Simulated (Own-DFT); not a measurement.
# Which defects push the lattice out? B20 RuSi

Source: density functional calculations with Own-DFT, an unreviewed in-house program that is no longer used. Nothing was measured or relaxed, and spin and spin-orbit coupling are left out.

Method: PBE; PseudoDojo norm-conserving scalar-relativistic files; cutoff 50 hartree; 5 x 4 x 5 k mesh centred on Gamma; cold (Marzari-Vanderbilt) smearing of 0.2 eV.

Known weak points (not all hold for every row): not probed for a lower state with spin; forces on such cells failed a check on a denser k mesh; stress not checked against mesh or cutoff.

All runs share one cell, with vectors in Å (4.709, 0.000, 4.709); (0.000, 9.417, 0.000); (-4.709, 0.000, 4.709) and a volume of 417.6 Å³. Atoms were moved at random from their sites; u is the rms move along one axis. The defect's site can differ from row to row.

```
               cell   formula   u (Å)  P (GPa)
          no defect  Ru16Si16  0.0183     4.65
          no defect  Ru16Si16  0.0204     5.27
          no defect  Ru16Si16  0.0466     7.24
one Ru on a Si site  Ru17Si15  0.0316     7.69
one Ru on a Si site  Ru17Si15  0.0321     8.02
one Ru on a Si site  Ru17Si15  0.0464     8.34
one Si on a Ru site  Ru15Si17  0.0279     5.63
one Si on a Ru site  Ru15Si17  0.0284     6.05
one Si on a Ru site  Ru15Si17  0.0520     6.32
     one Si vacancy  Ru16Si15  0.0310     2.07
     one Si vacancy  Ru16Si15  0.0460     2.41
     one Si vacancy  Ru16Si15  0.0509     3.20
     one Ru vacancy  Ru15Si16  0.0289     3.07
     one Ru vacancy  Ru15Si16  0.0324     2.93
     one Ru vacancy  Ru15Si16  0.0462     4.01
     one Ru vacancy  Ru15Si16  0.0507        ?
```

## What the rows give

P = P0 + c u² + a shift for each defect gives P0 = 5.05 GPa, c = 690 ± 158 GPa/Å² and a scatter of 0.44 GPa. The shifts, and each times the cell's volume:

- one Ru on a Si site: 2.01 ± 0.37 GPa, 5.2 eV
- one Si on a Ru site: -0.04 ± 0.37 GPa, -0.1 eV (not resolved)
- one Ru vacancy: -2.63 ± 0.36 GPa, -6.9 eV
- one Si vacancy: -3.79 ± 0.39 GPa, -9.9 eV

Positive is outwards. The product with the volume (160.2 GPa Å³ to the eV) is nearly free of the cell's size; divided by the bulk modulus at the cell's pressure it gives the volume that the defect adds. The atoms around the defects weren't relaxed, which would change these numbers.

## Check

The question: what pressure belongs in the blank (one Ru vacancy, u = 0.0507 Å)?

From the fit: 4.19 ± 0.54 GPa. Computed: 3.20 GPa.
